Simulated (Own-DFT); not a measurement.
## Calculated data, AlN (wurtzite, atoms displaced)

All values are calculated (Own-DFT development build). A calculation, not a measurement: plane-wave PBE density functional theory by an unreviewed code, no spin, of a simulated periodic cell, stress positive in tension, free energy of the whole cell less one offset for each atom, forces on such cells passed a denser k mesh, this cell's mesh not checked; offsets are fitted by least squares, one for each functional and potential file, so energies compare only between cells with the same atoms and settings and are not formation energies; the far tail of each file's local potential was reset to the Coulomb form; each entry is a single point on an unrelaxed cell, so the pressure reflects the starting lattice, mostly measured values (interpolated for alloys), from which strain is counted, and rises with the displacements; printed positions are rounded, which can move forces by about a meV/angstrom; the program, named Own-DFT, is a retired in-house code; no spin-orbit coupling.

Settings shared by all entries: functional PBE; potential files PseudoDojo norm-conserving, scalar-relativistic, standard set; wave cutoff 42 hartree; occupations Fermi-Dirac; smearing width 0.1 eV; hardware one NVIDIA H100; k mesh 2 x 2 x 2 centred on Gamma.

```yaml
- entry: 1
  formula: AlN
  kind: "wurtzite, atoms displaced"
  structure:
    cell_angstrom: [[12.448, 0.0, 0.0], [-6.224, 10.7803, 0.0], [0.0, 0.0, 9.964]]
    atoms_fractional:
      - [Al, 0.06437, 0.17297, 0.00662]
      - [Al, 0.17837, 0.08903, 0.25759]
      - ["N", 0.08213, 0.17943, 0.18581]
      - ["N", 0.15798, 0.08396, 0.43331]
      - [Al, 0.10003, 0.18916, 0.51253]
      - [Al, 0.15403, 0.06928, 0.76811]
      - ["N", 0.07608, 0.16091, 0.70256]
      - ["N", 0.17104, 0.09281, 0.92945]
      - [Al, 0.08204, 0.4005, 0.98599]
      - [Al, 0.17318, 0.34267, 0.26323]
      - ["N", 0.0888, 0.41341, 0.20069]
      - ["N", 0.16303, 0.33614, 0.4583]
      - [Al, 0.09391, 0.41775, 0.50696]
      - [Al, 0.15087, 0.31329, 0.73955]
      - ["N", 0.07706, 0.41385, 0.67547]
      - ["N", 0.15424, 0.33298, 0.93461]
      - [Al, 0.08197, 0.66639, 0.98303]
      - [Al, 0.17241, 0.59276, 0.25255]
      - ["N", 0.08614, 0.66486, 0.19127]
      - ["N", 0.18864, 0.57721, 0.4461]
      - [Al, 0.06829, 0.66625, 0.49214]
      - [Al, 0.17691, 0.59001, 0.7469]
      - ["N", 0.0852, 0.66494, 0.68606]
      - ["N", 0.1546, 0.57149, 0.94337]
      - [Al, 0.10302, 0.93199, 0.00216]
      - [Al, 0.16761, 0.83733, 0.25291]
      - ["N", 0.09217, 0.92373, 0.19101]
      - ["N", 0.16984, 0.83824, 0.43655]
      - [Al, 0.07681, 0.92604, 0.48925]
      - [Al, 0.16239, 0.82795, 0.75074]
      - ["N", 0.08806, 0.90426, 0.70736]
      - ["N", 0.16594, 0.83518, 0.92725]
      - [Al, 0.34249, 0.15958, 0.99344]
      - [Al, 0.441, 0.09268, 0.22829]
      - ["N", 0.3334, 0.16618, 0.19693]
      - ["N", 0.42071, 0.0788, 0.44026]
      - [Al, 0.32021, 0.1647, 0.50821]
      - [Al, 0.41191, 0.07278, 0.77241]
      - ["N", 0.33818, 0.17918, 0.70394]
      - ["N", 0.41631, 0.08604, 0.95728]
      - [Al, 0.31422, 0.42769, 0.00884]
      - [Al, 0.39931, 0.31469, 0.25265]
      - ["N", 0.33214, 0.411, 0.20496]
      - ["N", 0.41052, 0.31725, 0.43935]
      - [Al, 0.34143, 0.42487, 0.51695]
      - [Al, 0.43492, 0.33356, 0.75712]
      - ["N", 0.3384, 0.43087, 0.69699]
      - ["N", 0.3965, 0.31631, 0.93575]
      - [Al, 0.33076, 0.66447, 0.99444]
      - [Al, 0.41722, 0.57288, 0.2565]
      - ["N", 0.32813, 0.65948, 0.17981]
      - ["N", 0.40659, 0.5874, 0.43192]
      - [Al, 0.32476, 0.66551, 0.47636]
      - [Al, 0.40065, 0.57128, 0.72841]
      - ["N", 0.32932, 0.66189, 0.69168]
      - ["N", 0.41903, 0.59578, 0.94956]
      - [Al, 0.34215, 0.92381, 0.00782]
      - [Al, 0.40765, 0.83815, 0.25535]
      - ["N", 0.33372, 0.92167, 0.17763]
      - ["N", 0.40751, 0.8224, 0.45186]
      - [Al, 0.3165, 0.90812, 0.50977]
      - [Al, 0.39884, 0.82973, 0.76573]
      - ["N", 0.33663, 0.91383, 0.69328]
      - ["N", 0.41246, 0.82329, 0.9267]
      - [Al, 0.57287, 0.15572, 0.01243]
      - [Al, 0.6681, 0.0921, 0.25192]
      - ["N", 0.5903, 0.17442, 0.17831]
      - ["N", 0.66975, 0.08531, 0.44569]
      - [Al, 0.58097, 0.16474, 0.48148]
      - [Al, 0.66979, 0.08819, 0.75834]
      - ["N", 0.58213, 0.16539, 0.6954]
      - ["N", 0.67151, 0.09673, 0.93817]
      - [Al, 0.5861, 0.41147, 0.99371]
      - [Al, 0.6655, 0.33396, 0.2465]
      - ["N", 0.5592, 0.40281, 0.2]
      - ["N", 0.66812, 0.33554, 0.4318]
      - [Al, 0.58616, 0.41524, 0.49296]
      - [Al, 0.66324, 0.33933, 0.7683]
      - ["N", 0.59707, 0.43189, 0.69379]
      - ["N", 0.6733, 0.32933, 0.94867]
      - [Al, 0.5942, 0.67583, 0.00633]
      - [Al, 0.66729, 0.58694, 0.23348]
      - ["N", 0.58761, 0.67774, 0.18542]
      - ["N", 0.66827, 0.59708, 0.44087]
      - [Al, 0.57526, 0.6638, 0.48525]
      - [Al, 0.65758, 0.58766, 0.75508]
      - ["N", 0.58972, 0.66055, 0.68119]
      - ["N", 0.66484, 0.5741, 0.95397]
      - [Al, 0.58456, 0.9364, 0.00235]
      - [Al, 0.68184, 0.85074, 0.24005]
      - ["N", 0.58277, 0.91699, 0.18434]
      - ["N", 0.67792, 0.8384, 0.44486]
      - [Al, 0.58049, 0.91221, 0.48241]
      - [Al, 0.66056, 0.83284, 0.73398]
      - ["N", 0.58051, 0.91137, 0.68847]
      - ["N", 0.66298, 0.82434, 0.94344]
      - [Al, 0.83531, 0.17366, 0.99272]
      - [Al, 0.91787, 0.08181, 0.25521]
      - ["N", 0.84167, 0.17525, 0.20185]
      - ["N", 0.92463, 0.0864, 0.43399]
      - [Al, 0.84828, 0.16688, 0.51279]
      - [Al, 0.90393, 0.07711, 0.74927]
      - ["N", 0.83377, 0.17348, 0.69455]
      - ["N", 0.91009, 0.06559, 0.9419]
      - [Al, 0.83615, 0.42256, 0.99556]
      - [Al, 0.93579, 0.34199, 0.23946]
      - ["N", 0.84376, 0.42169, 0.194]
      - ["N", 0.90465, 0.32989, 0.43476]
      - [Al, 0.83719, 0.40619, 0.49638]
      - [Al, 0.92284, 0.33687, 0.74994]
      - ["N", 0.81528, 0.40481, 0.6802]
      - ["N", 0.93867, 0.34721, 0.9185]
      - [Al, 0.83458, 0.65212, 0.97605]
      - [Al, 0.91045, 0.5824, 0.25446]
      - ["N", 0.84756, 0.65815, 0.18994]
      - ["N", 0.92548, 0.57901, 0.44858]
      - [Al, 0.83191, 0.67415, 0.50254]
      - [Al, 0.92525, 0.59142, 0.75737]
      - ["N", 0.83275, 0.65823, 0.68981]
      - ["N", 0.92768, 0.58527, 0.94354]
      - [Al, 0.8416, 0.92173, 0.98631]
      - [Al, 0.9203, 0.84318, 0.24259]
      - ["N", 0.83865, 0.90901, 0.20043]
      - ["N", 0.93741, 0.86086, 0.45318]
      - [Al, 0.82187, 0.92114, 0.4992]
      - [Al, 0.92946, 0.84496, 0.73467]
      - ["N", 0.82586, 0.92302, 0.70186]
      - ["N", 0.9267, 0.82669, 0.92519]
  results:
    "free_energy_of_cell_above_offsets [eV]": "-20.999"
    "pressure [GPa]": 12.58
    "stress_xx [GPa]": -14.32
    "stress_yy [GPa]": -13.0
    "stress_zz [GPa]": -10.42
    "stress_yz [GPa]": -0.69
    "stress_xz [GPa]": -1.23
    "stress_xy [GPa]": -0.7
    force_element: [Al, Al, "N", "N", Al, Al, "N", "N", Al, Al, "N", "N", Al, Al, "N", "N", Al, Al, "N", "N", Al, Al, "N", "N", Al, Al, "N", "N", Al, Al, "N", "N", Al, Al, "N", "N", Al, Al, "N", "N", Al, Al, "N", "N", Al, Al, "N", "N", Al, Al, "N", "N", Al, Al, "N", "N", Al, Al, "N", "N", Al, Al, "N", "N", Al, Al, "N", "N", Al, Al, "N", "N", Al, Al, "N", "N", Al, Al, "N", "N", Al, Al, "N", "N", Al, Al, "N", "N", Al, Al, "N", "N", Al, Al, "N", "N", Al, Al, "N", "N", Al, Al, "N", "N", Al, Al, "N", "N", Al, Al, "N", "N", Al, Al, "N", "N", Al, Al, "N", "N", Al, Al, "N", "N", Al, Al, "N", "N"]
    "force_x [eV/angstrom]": [3.733, -2.284, 1.333, 0.702, -0.837, 1.163, 0.338, 0.097, -4.507, -0.449, 1.487, 4.127, -4.439, 0.523, 1.34, 6.307, 3.118, 0.377, -1.114, -11.81, 6.557, -2.405, 0.073, 1.51, -1.945, 0.273, -0.742, -2.628, 9.435, 3.297, -2.613, 1.813, -8.197, -6.669, 2.186, -2.128, 2.811, 0.532, -0.285, 4.323, 3.353, 0.557, -0.779, -1.043, -0.009, -2.583, 0.595, 1.888, -1.427, -0.704, 0.822, 3.523, 7.592, 1.489, 0.627, 1.981, -0.96, 1.75, 0.631, -0.364, 3.791, 3.995, -3.222, -0.219, 2.508, 2.465, 2.631, 0.51, 0.564, -1.348, -1.204, -0.187, -2.769, 0.242, 3.443, 0.212, -0.435, 1.81, -0.977, -1.458, -1.846, 0.592, 0.406, 1.525, 0.202, 3.959, -4.841, -0.283, 1.972, -1.863, -1.173, -4.986, -0.637, 0.014, -1.743, 0.201, 0.884, 0.38, -0.827, -0.2, -2.611, 0.583, 1.165, -1.943, 2.282, -3.975, -1.14, 5.863, -4.065, -2.508, 2.298, -4.59, -1.383, 6.009, -7.065, -6.435, 1.004, -0.372, -1.046, -2.028, 0.146, 5.238, -3.068, -9.705, 5.645, -2.695, 2.253, -1.295]
    "force_y [eV/angstrom]": [-0.579, -0.583, -1.222, 2.213, -6.625, 1.295, -3.468, -0.391, 6.95, -1.675, 2.696, 1.404, 1.742, 6.351, 0.104, -3.505, 1.562, -2.208, 1.514, -5.707, 3.191, -2.716, 0.297, 1.296, -1.866, -1.133, 0.172, -1.226, 2.658, -1.134, 4.589, 0.526, 3.896, -2.655, -3.194, -0.989, -1.218, 2.083, -4.313, -3.257, -0.656, 3.497, 0.213, 3.227, -1.118, 1.535, -11.3, 3.189, -0.012, 2.334, 1.721, -1.266, 4.71, 10.79, 2.098, -2.888, -3.992, -1.88, 0.293, 3.951, 2.505, -1.182, 0.943, 3.407, 3.317, -0.327, 0.616, -0.638, 0.871, -1.05, 0.196, -0.941, -1.408, 2.212, 2.144, -0.608, 0.709, -1.631, -2.456, -0.148, -2.797, -0.606, -0.803, -2.278, 1.329, -0.466, 2.113, 1.322, -4.289, -2.993, 1.727, -2.658, 0.859, -2.013, 1.604, 4.621, 0.221, 1.152, -1.793, 0.313, 1.095, 2.15, -1.406, 7.916, -0.736, -1.316, -1.32, -1.833, 2.263, 0.709, 1.59, -3.217, 3.636, -2.096, 4.064, -2.459, -0.463, -2.341, 2.102, -2.239, -8.599, -3.445, 4.141, -7.364, 2.838, -3.006, -2.069, 0.998]
    "force_z [eV/angstrom]": [-0.862, -2.616, 1.895, 2.828, -0.602, -5.976, -1.978, 7.399, 4.587, 0.104, -2.35, -2.42, -3.03, 2.178, 4.478, -2.355, 3.296, -0.282, -0.026, -3.717, 2.435, 0.451, 0.139, -1.33, -0.956, -1.432, 0.049, 0.348, 3.498, -0.834, -4.213, 3.552, 2.36, 4.643, -2.787, -1.334, 0.665, -4.417, -1.65, -1.664, -0.693, 0.771, -1.543, 1.447, -2.614, -0.187, -1.679, 1.347, 0.749, -3.137, 2.095, 2.064, 5.391, 4.828, -1.191, -1.415, -4.109, -0.589, 3.877, -2.751, -0.349, -7.498, 0.417, 7.806, -5.537, 0.779, 3.348, -1.485, 3.712, -3.672, 0.842, 1.863, 2.281, -0.06, -1.79, 0.126, 0.371, -3.806, -0.362, 0.852, -0.958, 1.185, 2.668, -1.92, 1.539, 0.846, -1.322, -1.37, -1.838, 0.793, 1.794, -3.044, 2.941, 2.415, -0.2, -1.309, 1.236, -1.306, -2.917, 3.059, -2.755, 0.926, 0.949, -1.695, 1.422, 2.913, -1.746, -0.782, 1.491, -4.444, 2.64, 4.717, 2.379, 1.986, -2.273, -2.667, -0.016, -2.853, 0.756, -1.939, 1.698, 1.591, -2.953, -2.783, 1.968, 1.488, -2.708, 1.825]
    "wall_time [s]": 410.1
- entry: 2
  formula: AlN
  kind: "wurtzite, atoms displaced"
  structure:
    cell_angstrom: [[12.448, 0.0, 0.0], [-6.224, 10.7803, 0.0], [0.0, 0.0, 9.964]]
    atoms_fractional:
      - [Al, 0.07754, 0.1595, 0.01087]
      - [Al, 0.17221, 0.09843, 0.24099]
      - ["N", 0.09064, 0.16506, 0.18231]
      - ["N", 0.17286, 0.08297, 0.43783]
      - [Al, 0.06957, 0.15698, 0.49578]
      - [Al, 0.15338, 0.07871, 0.76482]
      - ["N", 0.07118, 0.1653, 0.70427]
      - ["N", 0.16239, 0.09592, 0.94983]
      - [Al, 0.07848, 0.41689, 0.99221]
      - [Al, 0.15955, 0.32532, 0.23606]
      - ["N", 0.07, 0.40039, 0.20041]
      - ["N", 0.17557, 0.32854, 0.44265]
      - [Al, 0.09372, 0.42368, 0.51419]
      - [Al, 0.16266, 0.33763, 0.75213]
      - ["N", 0.08816, 0.42169, 0.69781]
      - ["N", 0.15522, 0.32754, 0.94151]
      - [Al, 0.07018, 0.6593, 0.99982]
      - [Al, 0.16318, 0.58416, 0.2352]
      - ["N", 0.08616, 0.67663, 0.19262]
      - ["N", 0.18598, 0.57664, 0.41765]
      - [Al, 0.08471, 0.66725, 0.49307]
      - [Al, 0.17041, 0.58243, 0.75475]
      - ["N", 0.07378, 0.67136, 0.66418]
      - ["N", 0.16189, 0.57848, 0.91721]
      - [Al, 0.06786, 0.9017, 0.99829]
      - [Al, 0.16771, 0.82877, 0.26618]
      - ["N", 0.08807, 0.91808, 0.19653]
      - ["N", 0.16866, 0.84061, 0.43819]
      - [Al, 0.10715, 0.92208, 0.50314]
      - [Al, 0.17424, 0.82792, 0.74973]
      - ["N", 0.08917, 0.92329, 0.68895]
      - ["N", 0.17499, 0.84877, 0.93862]
      - [Al, 0.33053, 0.17791, 0.99987]
      - [Al, 0.39942, 0.08109, 0.26987]
      - ["N", 0.31207, 0.14719, 0.18413]
      - ["N", 0.42437, 0.10085, 0.4203]
      - [Al, 0.32307, 0.14728, 0.50201]
      - [Al, 0.41999, 0.07776, 0.74595]
      - ["N", 0.32482, 0.15763, 0.69952]
      - ["N", 0.42072, 0.08591, 0.94201]
      - [Al, 0.32168, 0.41022, 0.99883]
      - [Al, 0.43022, 0.34525, 0.25482]
      - ["N", 0.3265, 0.41662, 0.19573]
      - ["N", 0.42776, 0.34224, 0.44484]
      - [Al, 0.34075, 0.41813, 0.49426]
      - [Al, 0.43389, 0.34852, 0.73883]
      - ["N", 0.3299, 0.4187, 0.67067]
      - ["N", 0.40843, 0.33689, 0.93702]
      - [Al, 0.32825, 0.6613, 0.99477]
      - [Al, 0.42132, 0.58871, 0.22856]
      - ["N", 0.32333, 0.65462, 0.19988]
      - ["N", 0.40309, 0.57414, 0.45079]
      - [Al, 0.33206, 0.66934, 0.49828]
      - [Al, 0.41635, 0.57636, 0.74571]
      - ["N", 0.34611, 0.67928, 0.69615]
      - ["N", 0.42088, 0.58954, 0.94201]
      - [Al, 0.33036, 0.92424, 0.99281]
      - [Al, 0.41763, 0.83151, 0.24643]
      - ["N", 0.33894, 0.90174, 0.19723]
      - ["N", 0.4156, 0.83495, 0.43269]
      - [Al, 0.33444, 0.91611, 0.5179]
      - [Al, 0.43071, 0.83669, 0.76183]
      - ["N", 0.34742, 0.92722, 0.69224]
      - ["N", 0.42286, 0.83895, 0.94777]
      - [Al, 0.57612, 0.16132, 0.00712]
      - [Al, 0.67864, 0.09909, 0.24804]
      - ["N", 0.56867, 0.17106, 0.18175]
      - ["N", 0.66369, 0.07448, 0.43524]
      - [Al, 0.58096, 0.17099, 0.48737]
      - [Al, 0.66933, 0.09542, 0.75392]
      - ["N", 0.58039, 0.17372, 0.69074]
      - ["N", 0.65923, 0.06834, 0.93116]
      - [Al, 0.58729, 0.42733, 0.01672]
      - [Al, 0.66286, 0.3225, 0.24969]
      - ["N", 0.58531, 0.41243, 0.20525]
      - ["N", 0.67111, 0.35854, 0.43738]
      - [Al, 0.5756, 0.40521, 0.48218]
      - [Al, 0.6682, 0.32325, 0.74405]
      - ["N", 0.60393, 0.42803, 0.70256]
      - ["N", 0.66787, 0.32852, 0.95691]
      - [Al, 0.58523, 0.67575, 0.99392]
      - [Al, 0.66565, 0.58084, 0.2643]
      - ["N", 0.58435, 0.65843, 0.18747]
      - ["N", 0.67234, 0.57227, 0.43764]
      - [Al, 0.56229, 0.66411, 0.4932]
      - [Al, 0.65557, 0.58061, 0.76232]
      - ["N", 0.58124, 0.67942, 0.67831]
      - ["N", 0.66809, 0.57671, 0.9481]
      - [Al, 0.58368, 0.91893, 0.00166]
      - [Al, 0.66904, 0.83302, 0.24707]
      - ["N", 0.59681, 0.92093, 0.19061]
      - ["N", 0.65888, 0.81876, 0.43974]
      - [Al, 0.59944, 0.93431, 0.50769]
      - [Al, 0.67461, 0.82445, 0.73658]
      - ["N", 0.57634, 0.90007, 0.70584]
      - ["N", 0.64921, 0.82777, 0.92939]
      - [Al, 0.82902, 0.15925, 0.01426]
      - [Al, 0.91548, 0.0869, 0.26662]
      - ["N", 0.83335, 0.17923, 0.17667]
      - ["N", 0.93376, 0.10529, 0.4409]
      - [Al, 0.83835, 0.1749, 0.50249]
      - [Al, 0.8968, 0.06822, 0.73558]
      - ["N", 0.84566, 0.18034, 0.69325]
      - ["N", 0.91885, 0.08648, 0.95199]
      - [Al, 0.82797, 0.43168, 0.99274]
      - [Al, 0.92203, 0.33793, 0.23831]
      - ["N", 0.83928, 0.43502, 0.18083]
      - ["N", 0.94156, 0.35301, 0.4423]
      - [Al, 0.82855, 0.41502, 0.48299]
      - [Al, 0.9229, 0.33271, 0.74783]
      - ["N", 0.84102, 0.42316, 0.67924]
      - ["N", 0.93258, 0.33662, 0.95844]
      - [Al, 0.82893, 0.67745, 0.00204]
      - [Al, 0.92484, 0.5871, 0.24682]
      - ["N", 0.82271, 0.65364, 0.19351]
      - ["N", 0.91778, 0.58432, 0.44832]
      - [Al, 0.84046, 0.67537, 0.49804]
      - [Al, 0.92176, 0.59359, 0.75091]
      - ["N", 0.83131, 0.66013, 0.6822]
      - ["N", 0.91039, 0.59425, 0.93966]
      - [Al, 0.83883, 0.92392, 0.00254]
      - [Al, 0.93132, 0.8446, 0.235]
      - ["N", 0.83395, 0.92132, 0.19525]
      - ["N", 0.92046, 0.81945, 0.42609]
      - [Al, 0.83931, 0.926, 0.4908]
      - [Al, 0.91589, 0.81817, 0.7567]
      - ["N", 0.83939, 0.91661, 0.70275]
      - ["N", 0.90336, 0.82481, 0.92216]
  results:
    "free_energy_of_cell_above_offsets [eV]": "-22.966"
    "pressure [GPa]": 11.63
    "stress_xx [GPa]": -11.95
    "stress_yy [GPa]": -10.37
    "stress_zz [GPa]": -12.56
    "stress_yz [GPa]": -0.82
    "stress_xz [GPa]": -0.12
    "stress_xy [GPa]": -3.04
    force_element: [Al, Al, "N", "N", Al, Al, "N", "N", Al, Al, "N", "N", Al, Al, "N", "N", Al, Al, "N", "N", Al, Al, "N", "N", Al, Al, "N", "N", Al, Al, "N", "N", Al, Al, "N", "N", Al, Al, "N", "N", Al, Al, "N", "N", Al, Al, "N", "N", Al, Al, "N", "N", Al, Al, "N", "N", Al, Al, "N", "N", Al, Al, "N", "N", Al, Al, "N", "N", Al, Al, "N", "N", Al, Al, "N", "N", Al, Al, "N", "N", Al, Al, "N", "N", Al, Al, "N", "N", Al, Al, "N", "N", Al, Al, "N", "N", Al, Al, "N", "N", Al, Al, "N", "N", Al, Al, "N", "N", Al, Al, "N", "N", Al, Al, "N", "N", Al, Al, "N", "N", Al, Al, "N", "N", Al, Al, "N", "N"]
    "force_x [eV/angstrom]": [-2.046, -1.465, -4.398, -2.546, 10.09, 0.547, 0.235, 2.526, 4.903, 0.669, 4.092, -1.987, 2.296, 2.136, -0.518, 1.112, 1.699, 0.154, 0.623, -4.244, 0.634, 0.236, 2.762, -1.129, 1.327, 0.912, 1.13, 4.263, -6.292, -1.553, 0.264, -1.725, 1.152, 0.383, 5.889, 1.505, -0.061, -2.567, 1.033, -1.62, 0.256, -3.494, 1.917, -3.773, -1.483, -1.477, 0.928, 1.819, -0.015, -0.833, 1.261, 0.644, 1.28, -0.889, -1.879, -0.584, 2.798, 2.986, -5.615, 0.584, 1.361, -3.3, -0.102, -2.305, 1.064, -2.18, 2.006, 0.327, 0.816, 0.759, 1.511, 0.016, -0.085, 0.119, 0.123, 6.001, -0.316, 0.021, -1.724, -1.359, 0.723, 0.523, -0.253, -2.134, 3.218, 1.784, 1.244, -1.947, 0.353, -0.024, -1.482, 0.61, -1.353, -2.16, 4.004, 3.498, 0.244, 0.528, 0.63, -8.257, -0.263, 2.128, -2.07, -1.424, 2.281, -4.386, 0.742, -3.89, 2.44, -1.324, 0.154, -7.99, 0.204, -2.514, 1.154, 0.842, -0.819, -0.66, -1.399, 1.311, -1.862, -2.398, 1.111, -0.902, 1.276, 0.377, 0.32, 0.211]
    "force_y [eV/angstrom]": [2.083, -4.782, 0.271, -0.681, 5.766, 1.671, -0.596, -3.575, 1.796, 1.706, 4.631, -1.055, 0.035, -2.093, 0.369, 1.121, 1.904, -2.186, -1.917, 0.511, -1.09, 1.774, 0.622, 1.253, 3.017, 2.352, 0.475, -1.955, 0.673, 1.369, -2.027, -3.551, -1.926, -2.714, 4.37, -0.569, 4.287, 3.711, 0.911, 0.31, 1.095, -2.095, -0.164, -4.049, -1.924, -2.44, -0.454, 1.113, 1.64, -2.066, 2.398, 2.521, 0.742, 1.799, -2.38, -2.103, -0.297, -1.225, 3.581, 1.066, -0.879, -1.414, -3.816, -1.378, 0.502, -2.786, -2.02, 6.237, 0.92, -1.699, -3.233, 4.151, -3.534, 3.581, 0.953, -6.958, 6.326, 5.587, -2.671, 0.138, -2.065, 0.194, 1.812, 1.635, -1.541, 1.609, -5.524, 2.909, -1.549, -1.268, 0.675, 4.87, -7.427, 2.977, 5.695, 1.493, 0.743, 0.448, -1.235, -5.552, 2.099, 5.126, -4.093, -1.294, -1.993, 0.305, -3.632, -3.581, 2.303, 3.345, -1.623, -3.43, -2.89, 0.711, 3.157, 0.285, -3.903, -2.204, 1.335, 0.37, -0.786, -3.21, 0.451, 5.779, -3.405, 1.454, -2.97, 2.354]
    "force_z [eV/angstrom]": [-3.271, 3.41, 3.256, -0.96, 4.667, -1.135, -1.952, -1.092, 2.354, 3.103, -3.601, -0.534, -2.807, -0.293, -0.636, 0.368, -0.119, 1.945, -1.668, 2.752, -2.821, -7.142, 5.695, 8.635, 0.517, -4.142, -2.222, 2.183, 0.805, -0.539, 1.053, -0.933, -0.676, -13.92, -0.738, 12.77, 2.141, 2.795, -1.231, -1.093, 0.405, 0.061, -1.344, -1.39, -1.311, 0.744, 4.557, 0.088, 0.404, 2.377, -3.624, -2.563, 0.445, -0.172, -0.538, -0.525, 2.869, 0.885, -1.638, 2.271, -4.541, 0.745, 0.915, 0.057, -2.271, -0.926, 3.879, -0.509, 1.152, -0.812, -2.726, 1.938, -0.774, -0.927, -1.857, -2.072, 4.487, 2.148, -1.642, -2.069, 1.169, -1.821, -0.258, 2.457, 0.633, -2.191, 0.925, -1.032, 0.471, 0.624, 0.0, -0.423, 1.387, 2.525, -4.176, 0.587, -7.415, -4.982, 7.614, -1.209, -0.152, 3.699, -1.582, -1.157, 0.927, 1.675, 1.15, -1.196, 2.191, 1.985, 1.861, -3.721, 1.813, 2.227, -1.742, -2.607, 0.21, -1.944, 2.053, -0.731, -0.925, 3.141, -0.117, 0.174, 0.373, -6.505, -3.306, 6.208]
    "wall_time [s]": 413.3
```
